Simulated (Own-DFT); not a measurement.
# Misfit strain and the stress it brings: wurtzite GaN, 72 atoms (Ga36N36)

Everything here is calculated. The program is Own-DFT (plane waves, in-house, since retired, never reviewed by a person); positions were held fixed, and spin and spin-orbit coupling were off.

Common settings: PBE; PseudoDojo norm-conserving scalar-relativistic files (stringent for Ga); cutoff 96 hartree; 4 x 4 x 3 k mesh centred on Gamma; Gaussian smearing of 0.01 eV.

Limits: forces not confirmed at this smearing and k mesh; stress not checked against mesh or cutoff.

Unstrained cell vectors in Å: (9.567, 0.000, 0.000); (-4.784, 8.285, 0.000); (0.000, 0.000, 10.370). The unstrained cell has measured lattice constants (interpolated for alloys), not those of this functional. That, the random moves and any unrelaxed bonds set the pressure at no strain. Each run strains x and y alike by e, as a substrate would, and holds the height along z. Each atom got a random Gaussian move of width 0.05 Å along each axis. Stress is positive in tension.

```
e (%)  u (Å)  (s_xx + s_yy)/2 (GPa)  s_zz (GPa)
-3.00  0.053                 -25.88      -13.07
-2.75  0.047                 -23.77      -11.67
-2.50  0.051                 -23.71       -8.97
-1.25  0.050                 -13.59       -9.52
-1.00  0.049                 -11.21       -9.82
-0.50  0.050                  -9.08       -8.49
 0.75  0.050                      ?           ?
 1.00  0.049                  -0.94       -6.31
 1.25  0.056                  -0.79       -6.43
 3.00  0.048                   6.22       -2.20
```

## Worked fit

With e as a fraction, the in-plane stress is -6.2 + 539 e - 4333 e² GPa (errors 13 and 729, scatter 0.75), and s_zz is -7.5 + 149 e GPa (slope ± 19, scatter 1.10). At e = 0 the first slope is C11 + C12 and the second 2 C13, both with the ions held to the strained lattice and at the cell's own pressure. The term in e² is negative: the layer stiffens under compression and softens under tension. A free layer would change its height as e changes, and the in-plane slope would drop by 2 C13²/C33 to the biaxial modulus. At fixed height, a misfit of 1 % moves the in-plane stress by about 5.4 GPa and s_zz by 1.5 GPa.

## Prediction

Question: what are the two stresses at e = 0.75 %?

Estimate: -2.4 and -6.4 GPa. The run itself gave -2.92 and -6.52 GPa.
